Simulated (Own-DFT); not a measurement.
# Strain and stress in 2H SiC, 32 atoms (C16Si16)

Calculated results; nothing here was measured. They come from Own-DFT, an in-house plane-wave density functional program, since retired, whose code no person has reviewed. Each row is one single-point run on a periodic cell that was not relaxed, without spin or spin-orbit coupling.

Settings of every run: PBE; PseudoDojo norm-conserving scalar-relativistic files; cutoff 42 hartree; 5 x 5 x 3 k mesh centred on Gamma; Fermi-Dirac smearing of 0.1 eV.

Known limits: forces on such cells passed a denser k mesh, each cell not checked; stress not checked against mesh or cutoff.

Unstrained cell vectors in Å: (6.165, 0.000, 0.000); (-3.083, 5.339, 0.000); (0.000, 0.000, 10.068). The unstrained cell has measured lattice constants (interpolated for alloys), not those of this functional. That, the random moves and any unrelaxed bonds set the pressure at no strain. Each run strains this cell uniformly, with the atoms carried along. Every atom was also moved at random, by a Gaussian of width 0.05 Å on each axis. Strain is the symmetric tensor, in per cent. Stress is positive in tension, and the pressure is minus a third of its trace.

```
run,e_xx (%),e_yy (%),e_zz (%),e_yz (%),e_xz (%),e_xy (%),s_xx (GPa),s_yy (GPa),s_zz (GPa),s_yz (GPa),s_xz (GPa),s_xy (GPa),P (GPa),E (meV/atom)
1,-0.82,-1.59,1.98,-0.94,-0.47,-1.87,-9.44,-12.62,2.23,-2.49,-2.09,-8.62,6.61,51.4
2,0.06,-1.77,1.07,-0.98,-1.95,1.72,-6.69,-15.99,0.73,-3.71,-6.24,9.43,7.32,43.9
3,-1.19,-1.06,0.53,1.78,-1.31,0.16,-12.46,-11.22,-5.29,6.04,-2.86,-2.64,9.66,48.3
4,1.97,-0.07,-1.92,1.06,-1.13,1.14,5.75,-5.44,-18.98,4.18,-3.37,5.36,6.23,54.3
5,0.50,-0.10,1.92,-1.30,-0.36,1.79,2.35,-7.88,4.30,-5.69,-0.88,6.78,0.41,21.2
6,1.48,-1.34,-1.75,-1.82,-0.10,1.25,4.75,-13.70,-20.65,-5.52,-0.13,4.80,9.86,57.6
7,0.85,-0.17,1.87,-0.51,-1.20,1.95,0.11,-4.41,3.19,-2.29,-4.82,7.93,0.37,47.6
8,-1.58,1.28,0.16,-1.14,-0.99,-1.13,-13.90,2.75,-8.16,-4.45,-5.77,-5.77,6.43,53.8
9,-0.52,0.91,-0.58,-0.99,-1.92,-1.68,-4.32,-1.84,-9.12,-2.66,-6.39,-5.25,5.09,25.3
10,-1.70,1.86,-1.85,-0.56,-0.49,0.88,-12.07,2.99,-21.44,-0.50,-1.85,4.28,10.18,64.2
11,-1.30,-1.98,-0.07,-0.24,-1.75,1.48,-12.21,-17.00,-10.38,-0.90,-4.53,5.84,13.20,58.6
12,-1.94,1.60,-0.49,0.82,0.14,0.25,-15.78,3.50,-8.94,2.88,2.69,-0.38,7.07,32.4
13,-1.42,0.07,-0.70,-0.87,0.15,-0.33,-15.29,-5.32,-11.96,-3.16,1.17,0.27,10.86,66.8
14,1.80,0.66,-1.69,1.94,0.85,1.03,4.73,1.96,-19.41,5.17,3.74,5.14,4.24,55.3
15,-0.73,0.16,0.80,-0.92,-0.58,1.03,-5.23,-4.09,-2.07,-2.89,-1.60,3.16,3.80,4.1
16,0.92,-0.83,-1.72,-1.09,-0.74,-0.14,1.42,-7.86,-22.39,-3.02,-1.11,1.70,9.61,50.2
17,0.48,1.17,1.31,-1.53,1.69,0.42,1.29,3.44,0.24,-4.39,5.08,1.35,-1.66,0.0
18,1.53,-1.25,0.67,1.53,1.74,0.15,?,?,?,?,?,?,?,?
```

E is the free energy for each atom above the lowest run shown.

## Worked fit

Each stress component was fitted by least squares to a constant and the strains of the runs shown, as fractions, with shears doubled. Shear strains stay in the fit of a normal stress only where such slopes are resolved. The slopes, in GPa:

| stress | at no strain | per e_xx | per e_yy | per e_zz | scatter |
|---|---|---|---|---|---|
| s_xx | -3.9 | 604 ± 41 | 82 ± 44 | 47 ± 37 | 1.97 |
| s_yy | -4.9 | 57 ± 33 | 579 ± 35 | 20 ± 30 | 1.59 |
| s_zz | -8.2 | 6 ± 36 | 51 ± 38 | 658 ± 33 | 1.74 |

Each shear stress against twice its own strain: yz 158 ± 9, xz 183 ± 14, xy 204 ± 17 GPa. These are stiffnesses along x, y and z of the frame in which the cell vectors are given, which need not be the crystal's axes. The atoms are held to the strained lattice; where symmetry lets them move under strain, relaxing them would lower some slopes. The table should be nearly symmetric about its diagonal, and what it lacks of that shows the noise. A ninth of its sum, 234 ± 8 GPa, estimates the bulk modulus near the mean pressure of these runs, 6.4 GPa, so it lies above the value at zero pressure.

## Withheld run

Question: what normal stresses and pressure should run 18 give?

The fit gives s_xx = 4.6, s_yy = -11.1, s_zz = -4.4 and P = 3.6 GPa. The calculation gave 5.04, -9.16, -5.23 and P = 3.12 GPa.
